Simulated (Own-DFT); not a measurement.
# How strain changes the stress of wurtzite GaN, 72 atoms (Ga36N36)

Calculated results; nothing here was measured. The program, named Own-DFT, is a retired in-house plane-wave density functional code that no person has reviewed. Each row is one single-point run on a periodic cell that was not relaxed, without spin or spin-orbit coupling.

Settings of every run: PBE; PseudoDojo norm-conserving scalar-relativistic files (stringent for Ga); cutoff 96 hartree; 4 x 4 x 3 k mesh centred on Gamma; Gaussian smearing of 0.01 eV.

Known limits: forces not confirmed at this smearing and k mesh; stress not checked against mesh or cutoff.

Unstrained cell vectors in Å: (9.567, 0.000, 0.000); (-4.784, 8.285, 0.000); (0.000, 0.000, 10.370). The unstrained cell has measured lattice constants (interpolated for alloys), not those of this functional. That, the random moves and any unrelaxed bonds set the pressure at no strain. Each run strains this cell uniformly, with the atoms carried along. Every atom was also moved at random, by a Gaussian of width 0.05 Å on each axis. Strain is the symmetric tensor, in per cent. Stress is positive in tension, and the pressure is minus a third of its trace.

```
run  e_xx (%)  e_yy (%)  e_zz (%)  e_yz (%)  e_xz (%)  e_xy (%)  s_xx (GPa)  s_yy (GPa)  s_zz (GPa)  s_yz (GPa)  s_xz (GPa)  s_xy (GPa)  P (GPa)  E (meV/atom)
  1      0.53      1.91     -0.40      1.75     -1.59      0.84       -3.28        0.97       -8.34        3.72       -2.88        2.21     3.55          12.7
  2      0.46     -0.54     -1.94     -0.01     -1.24     -1.57       -7.66      -11.97      -15.34       -0.50       -4.05       -5.52    11.66          31.8
  3      1.13     -0.96     -0.71      0.15     -0.64      1.34       -2.77      -12.40       -9.47       -0.24       -1.76        3.92     8.21          10.6
  4     -0.96     -0.36      0.89     -1.30      1.36     -0.57      -10.91       -7.71       -6.51       -2.78        3.11       -2.05     8.38          20.3
  5      0.17      0.80     -1.27      1.21      1.03      1.58       -5.92       -5.73      -11.05        2.61        2.13        4.39     7.57           5.9
  6     -0.35      0.45      0.31      1.65     -1.95     -1.80       -8.74       -5.82       -5.83        3.93       -4.96       -4.70     6.80          19.1
  7     -0.37      1.67     -1.07      0.65     -1.55      1.28       -8.27       -2.00      -10.74        1.95       -3.65        3.33     7.01          15.5
  8     -1.07      1.82     -1.97     -0.39      0.71      1.11       -9.76       -3.48      -14.54       -0.57        1.75        2.63     9.26          12.0
  9     -0.91     -0.95     -1.17      0.26     -0.76     -0.63      -11.42      -14.32      -14.45       -0.28       -2.13       -1.81    13.40          23.8
 10     -1.23     -0.46     -1.27      1.58     -1.08      0.58      -15.15      -11.41      -14.13        3.72       -2.78       -0.12    13.57          38.0
 11     -1.30      1.38      1.43     -0.38     -1.38     -0.59       -9.55       -2.04       -1.10       -0.55       -3.49       -1.93     4.23           0.0
 12     -1.78     -0.42     -0.51      1.34     -1.60     -1.42      -16.31      -13.20      -12.26        3.96       -4.38       -3.81    13.92          52.2
 13     -1.59      1.54     -1.70      0.11     -1.36      1.69      -13.38       -2.69      -18.28        0.30       -3.02        5.20    11.45          40.1
 14     -1.47      0.22     -1.94      1.17      0.80     -1.33      -13.12      -10.30      -18.73        3.00        1.87       -4.78    14.05          33.0
 15     -1.44      1.27      0.72      1.67     -1.65      0.60      -10.37       -3.76       -5.25        3.78       -3.41        3.23     6.46          18.4
 16     -1.76     -1.26     -0.99      0.00     -0.21      1.49      -19.92      -14.65      -14.35       -0.58       -0.22        8.04    16.31          42.6
 17     -0.14     -1.08     -1.76     -0.26     -0.87     -1.97           ?           ?           ?           ?           ?           ?        ?             ?
```

E is the free energy for each atom above the lowest run shown.

## Worked fit

Each stress component was fitted by least squares to a constant and the strains of the runs shown, as fractions, with shears doubled. Shear strains stay in the fit of a normal stress only where such slopes are resolved. The slopes, in GPa:

```
stress,at no strain,per e_xx,per e_yy,per e_zz,scatter
s_xx,-7.1,450 ± 37,143 ± 30,69 ± 32,1.30
s_yy,-7.9,74 ± 28,430 ± 23,97 ± 24,0.96
s_zz,-7.3,147 ± 34,65 ± 28,434 ± 29,1.18
```

Each shear stress against twice its own strain: yz 117 ± 7, xz 121 ± 5, xy 170 ± 14 GPa. These are stiffnesses along x, y and z of the frame in which the cell vectors are given, which need not be the crystal's axes. The atoms are held to the strained lattice; where symmetry lets them move under strain, relaxing them would lower some slopes. The table should be nearly symmetric about its diagonal, and what it lacks of that shows the noise. A ninth of its sum, 212 ± 6 GPa, estimates the bulk modulus near the mean pressure of these runs, 9.7 GPa, so it lies above the value at zero pressure.

## Withheld run

Question: what normal stresses and pressure should run 17 give?

The fit gives s_xx = -10.5, s_yy = -14.4, s_zz = -15.8 and P = 13.6 GPa. The calculation gave -10.78, -12.28, -16.44 and P = 13.17 GPa.
